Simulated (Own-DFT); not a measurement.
# Computed records: Al₃GaN₄ (wurtzite random alloy, atoms displaced)

A calculation, not a measurement: plane-wave density functional theory by an unreviewed code, no spin, of a simulated periodic cell, stress positive in tension, run twice, with PBE and with PBEsol, both on files made for PBE, so the change isn't that of files made for PBEsol, forces on such cells passed a denser k mesh, this cell's mesh not checked; the far tail of each file's local potential was reset to the Coulomb form; each entry is a single point on an unrelaxed cell, so the pressure reflects the starting lattice, mostly measured values (interpolated for alloys), from which strain is counted, and rises with the displacements; printed positions are rounded, which can move forces by about a meV/angstrom; the program, named Own-DFT, is a retired in-house code; no spin-orbit coupling; stress was not checked against mesh or cutoff. Program: Own-DFT development build.

```cif
# cell vector a (Å): 9.3938 0.0000 0.0000
# cell vector b (Å): -4.6969 8.1352 0.0000
# cell vector c (Å): 0.0000 0.0000 10.0655
data_Al3GaN4
_symmetry_space_group_name_H-M 'P 1'
_symmetry_Int_Tables_number 1
_cell_length_a 9.3938
_cell_length_b 9.3937
_cell_length_c 10.0655
_cell_angle_alpha 90.000
_cell_angle_beta 90.000
_cell_angle_gamma 120.000
_cell_volume 769.21
loop_
_atom_site_label
_atom_site_type_symbol
_atom_site_fract_x
_atom_site_fract_y
_atom_site_fract_z
_atom_site_occupancy
Al1 Al 0.10900 0.22133 0.00405 1
Al2 Al 0.22390 0.11223 0.24873 1
N1 N 0.10925 0.22168 0.18721 1
N2 N 0.21836 0.10870 0.43691 1
Al3 Al 0.11510 0.22779 0.49812 1
Ga1 Ga 0.22955 0.11889 0.75464 1
N3 N 0.10357 0.22116 0.68836 1
N4 N 0.22954 0.11840 0.93782 1
Ga2 Ga 0.11001 0.55486 0.99947 1
Al4 Al 0.22757 0.44044 0.24727 1
N5 N 0.11188 0.55742 0.19043 1
N6 N 0.21727 0.44234 0.44057 1
Al5 Al 0.11165 0.55772 0.50376 1
Al6 Al 0.21873 0.44701 0.75075 1
N7 N 0.11150 0.55593 0.68953 1
N8 N 0.22823 0.44950 0.93457 1
Al7 Al 0.10797 0.88759 0.00022 1
Al8 Al 0.22346 0.77735 0.24791 1
N9 N 0.10903 0.88718 0.19299 1
N10 N 0.22114 0.77827 0.43836 1
Ga3 Ga 0.11335 0.88757 0.50081 1
Al9 Al 0.22213 0.77604 0.74743 1
N11 N 0.11307 0.88583 0.68789 1
N12 N 0.22874 0.77841 0.94416 1
Al10 Al 0.44412 0.22736 0.00232 1
Al11 Al 0.55041 0.10448 0.25023 1
N13 N 0.44879 0.22524 0.18696 1
N14 N 0.55679 0.11085 0.43862 1
Al12 Al 0.44428 0.22055 0.49378 1
Al13 Al 0.56126 0.11329 0.74649 1
N15 N 0.44118 0.21895 0.68745 1
N16 N 0.55760 0.11218 0.94494 1
Al14 Al 0.44950 0.55254 0.99998 1
Al15 Al 0.55551 0.45018 0.24588 1
N17 N 0.44096 0.55545 0.18543 1
N18 N 0.55252 0.44642 0.44063 1
Ga4 Ga 0.44459 0.55684 0.49410 1
Al16 Al 0.56065 0.44854 0.75114 1
N19 N 0.44832 0.55638 0.69126 1
N20 N 0.55091 0.44402 0.93876 1
Al17 Al 0.44722 0.88744 0.99924 1
Ga5 Ga 0.55365 0.77557 0.24564 1
N21 N 0.43971 0.89053 0.19052 1
N22 N 0.56354 0.78371 0.43580 1
Al18 Al 0.44255 0.88048 0.50344 1
Ga6 Ga 0.55212 0.77902 0.74919 1
N23 N 0.44450 0.89089 0.68905 1
N24 N 0.55280 0.77735 0.94427 1
Al19 Al 0.77622 0.21963 0.00217 1
Al20 Al 0.88609 0.10960 0.25419 1
N25 N 0.78163 0.22346 0.19634 1
N26 N 0.88981 0.10914 0.44647 1
Ga7 Ga 0.77320 0.21932 0.50598 1
Al21 Al 0.89396 0.11101 0.74991 1
N27 N 0.77851 0.22267 0.69311 1
N28 N 0.88911 0.11494 0.93875 1
Al22 Al 0.77989 0.55815 0.00121 1
Al23 Al 0.89180 0.44505 0.24813 1
N29 N 0.77935 0.54991 0.18262 1
N30 N 0.88435 0.44343 0.43744 1
Ga8 Ga 0.77642 0.55407 0.50379 1
Al24 Al 0.88676 0.44059 0.74649 1
N31 N 0.78135 0.55563 0.69331 1
N32 N 0.88116 0.44374 0.94042 1
Al25 Al 0.78238 0.89710 0.00213 1
Al26 Al 0.88844 0.77976 0.24750 1
N33 N 0.77390 0.87555 0.18667 1
N34 N 0.88989 0.78162 0.43780 1
Al27 Al 0.77672 0.88091 0.49582 1
Ga9 Ga 0.88959 0.77785 0.74330 1
N35 N 0.77373 0.88791 0.69088 1
N36 N 0.89179 0.77525 0.94387 1
_calc_functional 'PBE, then PBEsol'
_calc_potential_files 'PseudoDojo norm-conserving, scalar-relativistic, standard set'
_calc_wave_cutoff 42  # hartree
_calc_occupations 'Fermi-Dirac'
_calc_smearing_width 0.1  # eV
_calc_k_mesh '4 x 4 x 3 centred on Gamma'
_calc_PBE_pressure 5.11  # GPa
_calc_PBE_stress_xx -5.62  # GPa
_calc_PBE_stress_yy -3.98  # GPa
_calc_PBE_stress_zz -5.75  # GPa
_calc_PBE_stress_yz -0.07  # GPa
_calc_PBE_stress_xz 0.36  # GPa
_calc_PBE_stress_xy 0.02  # GPa
_calc_PBEsol_pressure 2.01  # GPa
_calc_PBEsol_stress_xx -2.54  # GPa
_calc_PBEsol_stress_yy -0.91  # GPa
_calc_PBEsol_stress_zz -2.57  # GPa
_calc_PBEsol_stress_yz -0.07  # GPa
_calc_PBEsol_stress_xz 0.36  # GPa
_calc_PBEsol_stress_xy 0.01  # GPa
_calc_rms_change_of_force_components_from_PBE_to_PBEsol 0.069  # eV/angstrom
```

Force:
```csv
force element,PBE force x (eV/Å),PBE force y (eV/Å),PBE force z (eV/Å),PBEsol force x (eV/Å),PBEsol force y (eV/Å),PBEsol force z (eV/Å)
Al,0.31,0.742,-1.489,0.302,0.749,-1.509
Al,0.023,-0.374,-0.135,0.024,-0.374,-0.144
N,0.244,-0.359,0.819,0.239,-0.369,0.832
N,0.405,1.541,-0.196,0.4,1.354,-0.131
Al,-0.248,-1.354,0.539,-0.231,-1.358,0.549
Ga,-1.068,-0.885,-1.354,-1.038,-0.863,-1.321
N,0.919,1.111,-0.223,1.056,1.05,-0.178
N,-1.006,-0.98,2.376,-1.005,-0.977,2.164
Ga,-0.062,-0.173,-0.066,-0.051,-0.152,-0.057
Al,-1.912,0.468,0.331,-1.908,0.479,0.332
N,0.753,-0.542,0.991,0.761,-0.547,0.82
N,-0.246,0.47,-0.914,-0.11,0.564,-0.868
Al,-0.544,-0.419,-1.213,-0.553,-0.412,-1.2
Al,1.196,-0.499,-0.478,1.195,-0.492,-0.498
N,-0.382,0,0.074,-0.389,-0.002,0.082
N,0.287,-1.246,0.962,0.156,-1.164,1.031
Al,1.187,0.358,0.083,1.196,0.365,0.069
Al,-0.665,-0.192,0.182,-0.667,-0.194,0.178
N,0.205,0.555,-0.614,0.206,0.555,-0.605
N,1.67,-0.945,-0.083,1.496,-0.842,-0.025
Ga,-0.623,0.44,-0.467,-0.617,0.428,-0.452
Al,-0.019,0.364,1.083,-0.007,0.345,1.089
N,0.443,0.406,1.055,0.281,0.471,0.962
N,-1.147,1.012,-1.298,-1.152,0.831,-1.234
Al,1.107,-0.571,-0.596,1.114,-0.569,-0.612
Al,0.533,1.349,-0.091,0.548,1.358,-0.096
N,-0.688,-0.083,0.974,-0.68,-0.081,0.981
N,-1.24,-1.182,0.037,-1.07,-1.1,0.111
Al,-0.395,-0.046,0.566,-0.395,-0.045,0.573
Al,-1.154,-0.219,1.115,-1.154,-0.229,1.113
N,1.947,1.456,-0.622,1.769,1.359,-0.547
N,-0.399,-0.119,-0.847,-0.412,-0.116,-0.842
Al,-1.536,0.911,-0.81,-1.543,0.928,-0.808
Al,1.168,-0.568,0.322,1.166,-0.542,0.328
N,0.66,-1.121,0.245,0.66,-0.924,0.3
N,0.763,-1.232,-1.455,0.734,-1.05,-1.33
Ga,-0.453,0.261,1.262,-0.421,0.258,1.242
Al,-0.549,-0.75,-0.302,-0.546,-0.746,-0.316
N,-0.716,-0.985,-0.12,-0.728,-0.809,-0.21
N,1.349,0.158,0.054,1.36,0.149,0.053
Al,-0.647,0.575,0.321,-0.636,0.571,0.322
Ga,-0.571,0.574,0.079,-0.55,0.55,0.088
N,0.366,-0.104,-0.518,0.504,-0.191,-0.479
N,-0.996,-0.215,0.745,-1.002,-0.38,0.607
Al,-0.281,1.162,-1.059,-0.273,1.154,-1.061
Ga,0.576,-0.4,0.904,0.576,-0.397,0.883
N,-0.851,0.309,-0.252,-0.697,0.225,-0.178
N,1.194,0.093,0.432,1.199,0.08,0.282
Al,-0.296,0.775,0.273,-0.279,0.779,0.285
Al,0.269,-0.264,0.201,0.266,-0.284,0.195
N,-0.39,-0.844,-0.862,-0.403,-0.835,-0.851
N,0.504,-0.429,-1.087,0.363,-0.35,-1.01
Ga,0.756,0.284,-1.211,0.734,0.276,-1.186
Al,-1.059,-0.501,-0.122,-1.066,-0.516,-0.118
N,0.371,-0.238,0.905,0.387,-0.247,0.717
N,0.531,-0.237,0.358,0.523,-0.224,0.35
Al,-0.378,-0.5,-0.767,-0.395,-0.498,-0.785
Al,-0.243,-0.094,0.259,-0.249,-0.094,0.246
N,-0.896,0.795,1.641,-0.887,0.794,1.643
N,1.369,0.517,0.209,1.217,0.44,0.328
Ga,-0.081,0.368,-0.875,-0.077,0.365,-0.847
Al,0.247,0.588,1.19,0.268,0.604,1.172
N,-0.343,-1.242,0.167,-0.341,-1.044,0.047
N,0.539,-0.722,-0.761,0.668,-0.65,-0.712
Al,-0.003,-1.374,-0.972,-0.008,-1.373,-1.001
Al,1.031,-1.266,0.233,1.038,-1.293,0.239
N,-0.041,2.419,0.121,-0.21,2.328,0.185
N,-0.127,-0.745,-0.52,0.044,-0.815,-0.412
Al,-0.154,1.606,1.039,-0.155,1.589,1.062
Ga,-0.07,0.524,1.42,-0.07,0.503,1.381
N,0.528,0.927,-0.968,0.511,0.752,-0.864
N,-0.97,0.901,-0.221,-0.983,0.896,-0.355
```
